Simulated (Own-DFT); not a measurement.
# Response to strain: bcc Nb, 36 atoms (Nb36)

Calculated, not measured: single-point runs of Own-DFT, a retired in-house plane-wave DFT program that no person has reviewed, on unrelaxed cells, without spin or spin-orbit coupling.

Method: PBE; PseudoDojo norm-conserving scalar-relativistic files; cutoff 42 hartree; 4 x 4 x 5 k mesh centred on Gamma; cold (Marzari-Vanderbilt) smearing of 0.2 eV.

Caveats: forces on such cells failed a check on a denser k mesh; stress not checked against mesh or cutoff.

Unstrained cell vectors in Å: (9.901, 0.000, 0.000); (0.000, 9.901, 0.000); (0.000, 0.000, 6.601). The unstrained cell has measured lattice constants (interpolated for alloys), not those of this functional. That, the random moves and any unrelaxed bonds set the pressure at no strain. A uniform strain is put on this cell, atoms riding along. All atoms carry random offsets, Gaussian with a width of 0.05 Å per axis. Stress is counted positive in tension, P = -(s_xx + s_yy + s_zz)/3, and strain components are those of the symmetric tensor.

| run | e_xx (%) | e_yy (%) | e_zz (%) | e_yz (%) | e_xz (%) | e_xy (%) | s_xx (GPa) | s_yy (GPa) | s_zz (GPa) | s_yz (GPa) | s_xz (GPa) | s_xy (GPa) | P (GPa) | E (meV/atom) |
|---|---|---|---|---|---|---|---|---|---|---|---|---|---|---|
| 1 | 0.63 | -1.11 | -1.14 | 1.25 | 0.68 | 0.53 | -4.31 | -6.06 | -5.88 | 0.30 | 0.29 | 0.14 | 5.41 | 14.6 |
| 2 | -0.85 | -1.20 | -0.88 | -0.13 | -1.23 | -0.28 | -7.83 | -8.09 | -7.69 | 0.08 | -0.40 | 0.03 | 7.87 | 21.0 |
| 3 | 1.99 | -0.03 | 0.24 | -0.91 | 0.93 | 1.92 | 2.57 | 0.50 | 0.65 | -0.07 | 0.16 | 0.54 | -1.24 | 7.4 |
| 4 | -0.02 | 1.16 | 0.39 | -1.54 | 0.04 | -1.53 | -0.41 | 0.56 | -0.23 | -0.47 | 0.19 | -0.32 | 0.02 | 10.5 |
| 5 | 0.99 | 0.72 | 1.42 | 1.70 | -0.86 | -0.38 | 2.37 | 1.94 | 2.89 | 0.58 | -0.34 | -0.21 | -2.40 | 18.7 |
| 6 | -0.04 | -0.36 | 1.18 | 0.27 | 1.34 | 0.34 | -1.64 | -2.01 | -0.05 | 0.08 | 0.53 | 0.13 | 1.23 | 9.8 |
| 7 | -0.18 | 0.46 | 1.94 | -0.63 | 0.30 | -0.82 | 0.17 | 0.79 | 2.52 | -0.20 | 0.10 | -0.08 | -1.16 | 12.7 |
| 8 | 0.60 | -1.81 | -0.86 | 1.01 | 1.98 | -1.96 | -4.90 | -7.78 | -6.59 | 0.07 | 0.71 | -0.59 | 6.42 | 17.1 |
| 9 | -0.45 | 1.88 | 0.48 | 0.62 | 0.58 | 1.26 | -0.44 | 2.00 | 0.59 | 0.38 | 0.22 | 0.28 | -0.71 | 7.2 |
| 10 | -0.68 | -0.08 | -1.15 | -0.22 | -0.61 | -0.36 | -6.04 | -5.24 | -6.57 | 0.04 | 0.02 | 0.09 | 5.95 | 19.7 |
| 11 | -1.75 | 1.34 | 0.77 | 1.34 | 0.05 | 0.00 | -3.88 | -0.61 | -1.38 | 0.48 | -0.01 | 0.03 | 1.96 | 11.2 |
| 12 | -1.70 | 0.07 | 1.23 | -1.78 | -1.05 | 0.02 | -5.04 | -3.20 | -1.56 | -0.70 | -0.26 | 0.14 | 3.27 | 10.4 |
| 13 | -0.28 | 0.56 | 1.19 | 1.34 | -1.30 | 1.39 | -0.74 | 0.09 | 1.03 | 0.35 | -0.27 | 0.09 | -0.13 | 0.0 |
| 14 | -1.13 | -1.44 | -1.10 | -1.13 | -0.03 | -0.33 | -9.78 | -10.23 | -9.60 | -0.29 | 0.13 | -0.10 | 9.87 | 44.7 |
| 15 | 1.82 | -1.92 | 0.61 | 0.30 | 0.12 | 1.33 | -0.22 | -3.87 | -1.28 | 0.12 | 0.09 | 0.24 | 1.79 | 15.3 |
| 16 | -0.04 | -0.50 | -1.52 | 0.55 | -1.31 | 1.40 | -5.54 | -6.21 | -7.27 | 0.10 | -0.27 | 0.35 | 6.34 | 16.4 |
| 17 | 1.14 | -1.11 | 1.26 | -1.66 | -0.56 | -0.95 | ? | ? | ? | ? | ? | ? | ? | ? |

The last column gives the free energy per atom over the lowest of the runs shown.

## Analysis

Regress every stress component on the fractional strains (shears doubled) of the visible runs, with a constant. Shear strains stay in the fit of a normal stress only where such slopes are resolved. The slopes, in GPa:

```
stress  at no strain  per e_xx  per e_yy  per e_zz  scatter
  s_xx          -2.7   250 ± 6   152 ± 7   137 ± 7     0.24
  s_yy          -2.7   145 ± 8   254 ± 9   139 ± 9     0.31
  s_zz          -2.7   139 ± 7   139 ± 8   254 ± 8     0.28
```

The slope of each shear stress on twice its own strain, from a fit on all six strains: yz 14 ± 1, xz 15 ± 2, xy 12 ± 1 GPa. These are stiffnesses along x, y and z of the frame in which the cell vectors are given, which need not be the crystal's axes. These are clamped-ion slopes: internal relaxation, where symmetry allows it, would soften some. The table should be nearly symmetric about its diagonal, and what it lacks of that shows the noise. A ninth of the table's sum, 179 ± 3 GPa, estimates the bulk modulus near the mean pressure of these runs, 2.8 GPa, so it lies above the value at zero pressure.

## Test on the hidden row

The question: what normal stresses and pressure should run 17 give?

Estimate: s_xx = 0.2, s_yy = -2.2, s_zz = 0.6 and P = 0.5 GPa. DFT gave 0.20, -1.96, 0.26 and P = 0.50 GPa.
